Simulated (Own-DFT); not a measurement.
# What a defect does to the pressure of its cell: zincblende GaAs

No measurement is shown. These are fixed-geometry runs of a retired plane-wave code named Own-DFT, which no person has reviewed; spin and spin-orbit coupling are neglected.

Settings: PBE; PseudoDojo norm-conserving scalar-relativistic files; cutoff 42 hartree; 3 x 3 x 3 k mesh centred on Gamma; Fermi-Dirac smearing of 0.1 eV.

Keep in mind (not all hold for every row): not probed for a lower state with spin; forces not confirmed at this smearing and k mesh; stress not checked against mesh or cutoff.

All runs share one cell, with vectors in Å (11.737, 0.000, 0.000); (0.000, 11.737, 0.000); (0.000, 0.000, 10.919) and a volume of 1504.3 Å³, strained against the parent crystal. Atoms were moved at random from their sites; u is the rms move along one axis. The defect's site can differ from row to row.

| cell | formula | u (Å) | P (GPa) |
|---|---|---|---|
| no defect | As32Ga32 | 0.0317 | 0.81 |
| no defect | As32Ga32 | 0.0497 | 1.04 |
| no defect | As32Ga32 | 0.0518 | 1.15 |
| one In on a Ga site | As32Ga31In | 0.0289 | 1.29 |
| one In on a Ga site | As32Ga31In | 0.0523 | 1.65 |
| one In on a Ga site | As32Ga31In | 0.0555 | 1.63 |
| one As vacancy and one Ga vacancy | As31Ga31 | 0.0281 | 0.48 |
| one As vacancy and one Ga vacancy | As31Ga31 | 0.0309 | 0.44 |
| one As vacancy and one Ga vacancy | As31Ga31 | 0.0488 | 0.66 |
| one P on an As site | As31Ga32P | 0.0300 | 0.54 |
| one P on an As site | As31Ga32P | 0.0303 | 0.53 |
| one P on an As site | As31Ga32P | 0.0479 | ? |
| one P on an As site | As31Ga32P | 0.0515 | 0.80 |
| one Al on a Ga site | AlAs32Ga31 | 0.0292 | 0.70 |
| one Al on a Ga site | AlAs32Ga31 | 0.0457 | 1.02 |
| one Al on a Ga site | AlAs32Ga31 | 0.0518 | 1.07 |

## What the rows give

P = P0 + c u² + a shift for each defect gives P0 = 0.65 GPa, c = 168 ± 14 GPa/Å² and a scatter of 0.04 GPa. The shifts, and each times the cell's volume:

- one In on a Ga site: 0.50 ± 0.04 GPa, 4.7 eV
- one Al on a Ga site: -0.04 ± 0.04 GPa, -0.4 eV (not resolved)
- one P on an As site: -0.28 ± 0.04 GPa, -2.6 eV
- one As vacancy and one Ga vacancy: -0.35 ± 0.04 GPa, -3.3 eV

Positive is outwards. The product with the volume (160.2 GPa Å³ to the eV) is nearly free of the cell's size; divided by the bulk modulus at the cell's pressure it gives the volume that the defect adds. The atoms around the defects weren't relaxed, which would change these numbers.

## The run left out

Q: what pressure belongs in the blank (one P on an As site, u = 0.0479 Å)?

Estimate: 0.76 ± 0.05 GPa. Computed: 0.81 GPa.
